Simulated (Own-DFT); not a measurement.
Hf31SiO64 (monoclinic hafnia with substituted atoms, atoms displaced), Hf32O63 (monoclinic hafnia with one neutral oxygen vacancy, atoms displaced) (calculated)

All values are calculated (Own-DFT development build). A calculation, not a measurement: plane-wave PBE and HSE06 DFT by an unreviewed code, no spin, of a simulated cell at Gamma alone, so results move with cell size and shape, stress positive in tension, energies less offsets, not probed for a lower state with spin; hafnium file: forces about 75 meV/angstrom off all-electron values; oxygen file: force components 24 meV/angstrom off all-electron in a glass; k mesh not checked against a denser one; forces and stress are PBE's, HSE06 gives the energy alone, and its difference from PBE has offsets of its own; offsets are fitted by least squares, one for each functional and potential file, so energies compare only between cells with the same atoms and settings and are not formation energies; the far tail of each file's local potential was reset to the Coulomb form; each entry is a single point on an unrelaxed cell, so the pressure reflects the starting lattice, mostly measured values, from which strain is counted, and rises with the displacements; printed positions are rounded, which can move forces by about a meV/angstrom; the program is a retired in-house code; no spin-orbit coupling.

Settings shared by all entries: first functional PBE; second functional HSE06; exact exchange share 0.25; screening 0.11 1/bohr; exchange divergence Gygi-Baldereschi; potential files PseudoDojo norm-conserving, scalar-relativistic, made for PBE, standard set; wave cutoff 48 hartree; occupations fixed; k mesh 1 x 1 x 1 centred on Gamma.

(1) 
```xyz
96
Lattice="10.2340 0.0000 0.0000 0.0000 10.3500 0.0000 -1.6955 0.0000 10.4453" Properties=species:S:1:pos:R:3:force_x:R:1:force_y:R:1:force_z:R:1 formula=Hf31SiO64 PBE_energy_of_cell_above_offsets=-76.964 HSE06_less_PBE_above_offsets=0.789 PBE_pressure=7.87 PBE_stress_xx=-8.83 PBE_stress_yy=-6.94 PBE_stress_zz=-7.85 PBE_stress_yz=-0.63 PBE_stress_xz=0.33 PBE_stress_xy=0.21
Hf     1.2447     0.2468     1.1730      3.121      -1.03     -1.157
Hf     3.4599     2.7953     1.5846     -1.234      0.713     -3.541
Hf     2.8370     4.9008     4.1489       4.47      1.342     -1.301
Hf     0.8713     2.4650     3.6531      0.083     -2.717     -0.438
O      0.2031     1.6788     1.7648     -2.651      3.081      1.262
O      4.5306     4.3963     0.8846      2.664      1.494      0.038
O      4.0863     3.4570     3.4081      1.798      -0.12      2.167
O     -0.2315     0.9104     4.4726     -2.228     -0.595     -0.221
O      1.8861     3.7914     2.3882     -1.351      1.938      1.386
O      2.8078     1.3755     0.0591      0.567     -0.353      0.428
O      2.5608     1.2217     2.7078     -0.534     -0.765      0.518
O      1.5198     3.8345     5.0625     -2.528     -0.173      1.451
Hf     0.5347     0.2705     6.2484     -1.615      -1.11     -0.901
Hf     2.5206     2.7904     6.7750      2.249      0.809      1.021
Hf     2.0076     5.0302     9.3703      5.453     -2.887      0.618
Hf    -0.0286     2.3654     8.7920      0.488      0.314       4.81
O     -0.8953     1.6957     7.1027      3.559     -2.815     -0.305
O      3.6621     4.2948     6.0952      0.988      1.035     -0.636
O      3.1820     3.4046     8.6093       0.22      1.068      0.631
O     -1.0080     0.8010     9.7621     -2.288      0.749     -2.972
O      0.9433     3.9449     7.7497     -0.659       1.02     -1.315
O      1.9037     1.3501     5.1910      1.837      0.256      1.825
O      1.5090     1.3517     7.8859     -0.428     -1.373     -0.585
O      0.7388     3.8359    10.3723     -1.842     -0.477      -1.18
Hf     1.2618     5.4000     0.9212     -4.786     -3.657      5.661
Hf     3.4249     7.9073     1.5684      0.823     -0.134     -1.156
Hf     3.1144    10.0653     4.0469     -3.067      2.309      2.299
Hf     0.8146     7.5915     3.7137      -2.44     -0.016     -1.958
O      0.1948     6.9090     1.7202     -0.723      1.276      0.677
O      4.6853     9.2875     0.8086      0.446       1.48     -0.045
O      4.2011     8.7363     3.3474      3.028     -2.502     -0.296
O     -0.4137     6.0765     4.3143      1.172     -0.554      1.726
O      1.9566     9.0380     2.5675     -0.605      0.396     -0.235
O      2.5870     6.3834     0.1281      5.794      4.248     -1.676
O      2.4620     6.4335     2.8380     -0.143     -0.083     -0.508
O      1.3681     9.0306     5.1547      0.879     -0.242     -0.146
Hf     0.3563     5.4406     6.3128     -0.913     -0.929      -0.34
Hf     2.5755     7.8660     6.6705       1.15      3.148      0.957
Hf     2.1657     9.9988     9.3177     -0.404      4.506      3.625
Hf     0.0514     7.4941     8.9503     -2.779      1.952      0.135
O     -0.7599     6.8838     7.0813     -0.027      0.324     -0.264
O      3.7614     9.4371     6.0525      0.497      0.846     -1.215
O      3.3637     8.7384     8.6689      1.293     -2.078     -1.396
O     -1.1345     5.9951     9.6590     -1.784      0.545      -3.29
O      1.1990     9.1861     7.7626     -1.964     -1.265     -1.581
O      1.9336     6.5347     5.3538     -0.486     -0.915     -0.595
O      1.5740     6.5002     7.9414     -0.219     -0.327      0.064
O      0.5652     8.9429    10.3520      0.848     -0.685      0.003
Hf     6.4193     0.3576     1.1904       -2.9     -1.152     -3.136
Hf     8.5613     2.7663     1.4728      1.767      2.851     -0.766
Hf     8.2056     4.8397     4.2481     -0.259      2.184     -2.189
Hf     5.9085     2.3765     3.7472     -0.706      3.341     -1.535
O      5.1136     1.8530     1.8517      4.326     -3.032      0.658
O      9.6563     4.3520     0.7463      0.177     -0.889      0.438
O      9.3843     3.3457     3.5590     -1.332      0.571     -0.941
O      4.7801     0.9248     4.5115     -0.325      0.313     -1.772
O      7.0959     3.9602     2.5190     -0.782       0.42     -1.492
O      6.1761     1.4022    10.4332      1.283      -1.84      2.704
O      7.6249     1.3202     2.6978     -1.801      0.166      0.096
O      6.6427     3.8262     5.0562     -1.463     -1.443      0.755
Hf     5.5612     0.3518     6.1799     -2.503     -3.626       4.79
Hf     7.7819     2.5706     6.8100      -2.87      6.741     -0.529
Hf     7.2445     4.9573     9.2254     -1.825      1.346       2.91
Hf     5.2304     2.2458     8.8706     -5.427      4.303      1.668
O      4.3460     1.8030     7.1449      0.157      -1.98     -3.039
O      8.8905     4.3526     6.1283      0.397      -0.64      0.006
O      8.3091     3.5429     8.6070      3.645     -3.067     -0.146
O      3.8167     0.9329     9.6624      0.965     -0.816      0.966
O      6.1511     3.8457     7.7115      -0.74      0.623     -1.068
O      7.1604     1.3066     5.4060     -0.884      0.328     -1.767
O      6.6765     1.2904     7.9793      1.666     -2.038     -1.318
O      5.7292     3.7622    10.2723     -0.256      1.108       0.92
Si     6.3900     5.4237     1.1983      -1.99      1.629     -1.139
Hf     8.4494     8.1221     1.4220      3.791     -3.067      1.669
Hf     8.0115    10.2123     4.1691      5.587     -1.858     -2.166
Hf     5.9091     7.5686     3.7624      0.941     -2.649     -1.031
O      5.3037     6.8892     1.7686      0.528     -1.231      0.648
O      9.7735     9.6938     0.8800     -2.402     -2.001     -0.218
O      9.2605     8.6443     3.4784      0.847      0.048     -0.589
O      4.7709     6.0113     4.5002     -0.805      0.613     -0.806
O      7.1173     9.1356     2.4832     -2.603       1.65     -0.126
O      7.8524     6.6309     0.0913     -0.527     -1.709      1.079
O      7.5280     6.4400     2.8049     -0.936     -0.202     -0.862
O      6.6723     9.1009     5.0342     -4.259     -1.656      0.095
Hf     5.4396     5.3575     6.3258      0.174     -0.472      0.173
Hf     7.7303     7.9128     6.7236      -0.52      0.962      0.463
Hf     7.3430    10.1510     9.3538      1.954     -0.772      0.219
Hf     4.9790     7.6482     8.8035      1.626     -1.518        2.8
O      4.3707     7.0005     6.9958       -0.9     -0.897     -0.901
O      8.6642     9.4608     5.8727      3.604      0.573      3.001
O      8.4654     8.6857     8.6227      1.045     -1.002     -0.233
O      3.9021     6.1295     9.6937     -0.911     -0.936      0.255
O      6.1240     9.0716     7.6717      0.545      1.257     -0.854
O      7.0515     6.4150     5.3536      0.191       1.26      0.504
O      6.5685     6.4446     7.9310      0.566     -0.361     -0.383
O      5.9172     9.0136    10.2510     -1.584      1.516      0.143
```

Units: PBE_energy_of_cell_above_offsets, HSE06_less_PBE_above_offsets in eV; PBE_pressure, PBE_stress_xx, PBE_stress_yy, PBE_stress_zz, PBE_stress_yz, PBE_stress_xz, PBE_stress_xy in GPa; force_x, force_y, force_z in eV/Å.

(2) 
```xyz
95
Lattice="10.2340 0.0000 0.0000 0.0000 10.3500 0.0000 -1.6955 0.0000 10.4453" Properties=species:S:1:pos:R:3:force_x:R:1:force_y:R:1:force_z:R:1 formula=Hf32O63 PBE_energy_of_cell_above_offsets=-94.312 HSE06_less_PBE_above_offsets=-0.095 PBE_pressure=4.03 PBE_stress_xx=-3.87 PBE_stress_yy=-3.94 PBE_stress_zz=-4.26 PBE_stress_yz=-0.06 PBE_stress_xz=0.31 PBE_stress_xy=-0.26
Hf     1.2424     0.2970     1.0655     -0.212     -1.862      0.915
Hf     3.4210     2.8099     1.4487      1.295      0.067      2.706
Hf     3.0206     4.9502     4.1435      0.547       0.57     -0.904
Hf     0.8192     2.4280     3.7317      0.099      -0.89     -0.595
O      0.0640     1.7226     1.8299     -0.009      0.358     -0.199
O      4.5924     4.2644     0.8201      0.936      0.775     -0.647
O      4.2001     3.4578     3.3848      0.398      0.142      0.411
O     -0.3568     0.8474     4.3946      0.618      0.592      0.309
O      1.9427     3.9473     2.6006     -0.921      -0.37     -1.571
O      2.8118     1.3456     0.1377     -0.115      -0.19     -1.066
O      2.3930     1.2099     2.6871       -0.4      0.443      0.343
O      1.4478     3.8872     5.0875     -0.115     -0.398       0.85
Hf     0.3986     0.2231     6.3366     -1.054      0.009     -0.403
Hf     2.5947     2.8621     6.7798      0.388     -0.946     -0.999
Hf     2.2001     4.9334     9.3248      0.075      1.334      0.913
Hf    -0.0363     2.4018     8.9196     -0.796      0.132     -0.642
O     -0.8015     1.7584     7.0291      0.595     -0.401     -0.097
O      3.7691     4.3364     6.0210     -0.157     -0.449      0.423
O      3.3540     3.4530     8.6502     -0.407      0.097     -0.298
O     -1.1755     0.8859     9.6132      0.036      0.059       0.25
O      1.0286     3.9211     7.7424     -0.088     -0.072     -0.158
O      1.9083     1.3632     5.3126      0.309      0.131      0.521
O      1.5171     1.2685     7.9331     -0.025      0.118      0.354
O      0.6418     3.8826    10.3674     -0.823     -0.662     -0.691
Hf     1.2347     5.3917     1.0231     -0.447      1.003      1.627
Hf     3.4798     8.0296     1.5463     -0.483     -1.305     -0.714
Hf     2.9741    10.1133     4.1682      0.913      0.872     -0.713
Hf     0.8060     7.5434     3.7079     -0.222     -0.328     -1.115
O      0.0429     6.9258     1.8381      0.105     -0.528     -0.703
O      4.6076     9.5088     0.7770      0.342      0.054       0.25
O      4.1385     8.6501     3.4353      1.143      -0.25      0.103
O     -0.3366     6.0311     4.3872      -0.68     -0.319       0.26
O      1.9054     9.0360     2.4329     -0.847      1.274     -0.069
O      2.8092     6.5327     0.1069      -0.26      0.522     -0.316
O      2.3792     6.4734     2.7084      0.039     -0.691      0.331
O      1.4638     8.9625     5.0950     -0.325      0.864      0.475
Hf     0.3733     5.3934     6.2893     -0.294      0.593      0.135
Hf     2.5743     7.9461     6.7327       0.65     -0.023     -0.135
Hf     2.1758    10.1496     9.3831      0.377     -0.575      -0.91
Hf    -0.0014     7.5612     8.9492     -0.321      -0.21     -0.329
O     -0.7467     6.8958     7.0610     -0.512      0.223     -0.472
O      3.7642     9.4608     5.9815      0.237      0.129      0.539
O      3.3186     8.5828     8.5543     -0.188      0.912      1.196
O     -1.2202     6.0114     9.6123      0.721      0.526      0.145
O      1.0281     9.0976     7.7343     -0.085      0.107      0.209
O      1.9375     6.4971     5.3329      0.228     -0.071      0.049
O      1.5042     6.3955     7.9178      0.454      0.085      0.337
Hf     6.3634     0.1855     1.1152     -0.074      1.095     -0.522
Hf     8.5702     2.7897     1.5282     -0.337      0.303     -0.741
Hf     8.1335     4.9323     4.1059      0.114      1.472      0.071
Hf     5.9347     2.3819     3.7071     -0.802     -0.094     -0.316
O      5.2067     1.6994     1.8557     -0.168      -0.07     -0.764
O      9.7301     4.3384     0.8220       0.31     -0.365      0.039
O      9.3045     3.4737     3.4339      0.333     -0.548     -0.032
O      4.7673     0.9517     4.4026     -0.906     -1.124      0.608
O      7.0001     3.9375     2.4605      0.177     -0.334      0.791
O      7.9579     1.3620     0.0808     -0.233     -0.391      0.577
O      7.5428     1.2457     2.7427     -0.174      0.441     -0.326
O      6.5789     3.9099     5.1903     -0.041     -0.974     -1.234
Hf     5.5410     0.2146     6.3283     -0.714      0.318     -0.477
Hf     7.7391     2.8563     6.7216     -0.572     -0.937      0.662
Hf     7.2917     4.9999     9.3356     -0.651     -0.302       0.39
Hf     5.0546     2.3916     8.8535       1.33     -0.636      1.499
O      4.3277     1.7514     7.0347     -0.504     -0.061     -0.548
O      8.8818     4.3224     6.0029      0.492      0.154     -0.004
O      8.4076     3.4703     8.5934      1.558     -0.434      0.651
O      3.9206     0.8540     9.6231      -0.08      0.009      0.285
O      6.1926     3.9182     7.7779     -0.873      0.471       -0.9
O      7.0654     1.2879     5.3490      0.333      1.066      0.142
O      6.6108     1.2433     7.9607      0.379      0.117     -0.402
O      5.7425     3.8673    10.3423      -0.25     -0.314     -0.172
Hf     6.3903     5.3812     1.0779       -0.8      0.287     -0.087
Hf     8.5513     8.0126     1.5371      0.485     -1.022      0.037
Hf     8.1782    10.1739     4.1553     -0.395     -0.705      0.114
Hf     5.8975     7.5779     3.7300      0.227     -0.396     -0.477
O      5.1816     6.8897     1.7869      0.054      0.318      0.317
O      9.7382     9.4400     0.7303      0.977      0.734      0.696
O      9.3007     8.6758     3.4087      0.559     -0.404     -0.014
O      4.7582     6.0508     4.4328      0.151      0.238     -0.078
O      7.0214     9.0935     2.5145     -0.702      0.284     -0.026
O      7.9099     6.4803     0.1029      0.094      0.568      0.009
O      7.4729     6.4494     2.7173      0.086     -0.261       0.37
O      6.5625     9.0204     5.1371     -0.197     -0.067      -0.23
Hf     5.5142     5.3926     6.2900      0.083      0.366      0.711
Hf     7.6900     7.9517     6.7529      0.902      0.627      0.118
Hf     7.3438    10.1290     9.3828     -0.911      0.081     -0.916
Hf     5.0224     7.5901     8.9224       0.58     -0.963     -0.227
O      4.3321     6.8369     7.0775     -0.543       0.51     -0.549
O      8.8719     9.4952     6.0345      0.595      0.143      0.355
O      8.4908     8.6290     8.6420      0.113     -0.028      0.122
O      3.8946     6.0229     9.6152      0.018      0.065      0.132
O      6.1381     9.1330     7.7106      0.105     -0.743      0.535
O      7.1094     6.5320     5.3618     -0.315     -0.318     -0.736
O      6.6850     6.4513     7.8941     -0.398      -0.09      0.674
O      5.7167     8.9893    10.3450     -0.131      0.461     -0.033
```

Units: PBE_energy_of_cell_above_offsets, HSE06_less_PBE_above_offsets in eV; PBE_pressure, PBE_stress_xx, PBE_stress_yy, PBE_stress_zz, PBE_stress_yz, PBE_stress_xz, PBE_stress_xy in GPa; force_x, force_y, force_z in eV/Å.
